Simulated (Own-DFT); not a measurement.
# One host, several defects: zincblende GaAs

Source: density functional calculations with Own-DFT, an unreviewed in-house program that is no longer used. Nothing was measured or relaxed, and spin and spin-orbit coupling are left out.

Settings: PBE; PseudoDojo norm-conserving scalar-relativistic files; cutoff 42 hartree; 3 x 3 x 3 k mesh centred on Gamma; Fermi-Dirac smearing of 0.1 eV.

Caveats (not all hold for every row): not probed for a lower state with spin; forces not confirmed at this smearing and k mesh; stress not checked against mesh or cutoff.

All runs share one cell, with vectors in Å (11.737, 0.000, 0.000); (0.000, 11.737, 0.000); (0.000, 0.000, 10.833) and a volume of 1492.4 Å³, strained against the parent crystal. Atoms were moved at random from their sites; u is the rms move along one axis. The defect's site can differ from row to row.

```
cell,formula,u (Å),P (GPa)
no defect,As32Ga32,0.0308,1.29
no defect,As32Ga32,0.0309,1.25
no defect,As32Ga32,0.0515,1.62
one Al on a Ga site,AlAs32Ga31,0.0293,1.21
one Al on a Ga site,AlAs32Ga31,0.0470,1.53
one Al on a Ga site,AlAs32Ga31,0.0495,1.57
one P on an As site,As31Ga32P,0.0276,0.97
one P on an As site,As31Ga32P,0.0294,1.01
one P on an As site,As31Ga32P,0.0316,1.00
one As vacancy and one Ga vacancy,As31Ga31,0.0295,0.90
one As vacancy and one Ga vacancy,As31Ga31,0.0461,1.15
one As vacancy and one Ga vacancy,As31Ga31,0.0520,1.13
one In on a Ga site,As32Ga31In,0.0463,?
one In on a Ga site,As32Ga31In,0.0506,2.11
one In on a Ga site,As32Ga31In,0.0506,2.18
one In on a Ga site,As32Ga31In,0.0510,2.12
```

## Analysis

P = P0 + c u² + a shift for each defect gives P0 = 1.10 GPa, c = 189 ± 20 GPa/Å² and a scatter of 0.04 GPa. The shifts, and each times the cell's volume:

- one In on a Ga site: 0.55 ± 0.04 GPa, 5.1 eV
- one Al on a Ga site: -0.01 ± 0.04 GPa, -0.1 eV (not resolved)
- one P on an As site: -0.27 ± 0.04 GPa, -2.5 eV
- one As vacancy and one Ga vacancy: -0.40 ± 0.04 GPa, -3.7 eV

Positive is outwards. The product with the volume (160.2 GPa Å³ to the eV) is nearly free of the cell's size; divided by the bulk modulus at the cell's pressure it gives the volume that the defect adds. The atoms around the defects weren't relaxed, which would change these numbers.

## Prediction

Question: what pressure belongs in the blank (one In on a Ga site, u = 0.0463 Å)?

From the fit: 2.06 ± 0.05 GPa. The hidden result is 2.11 GPa.
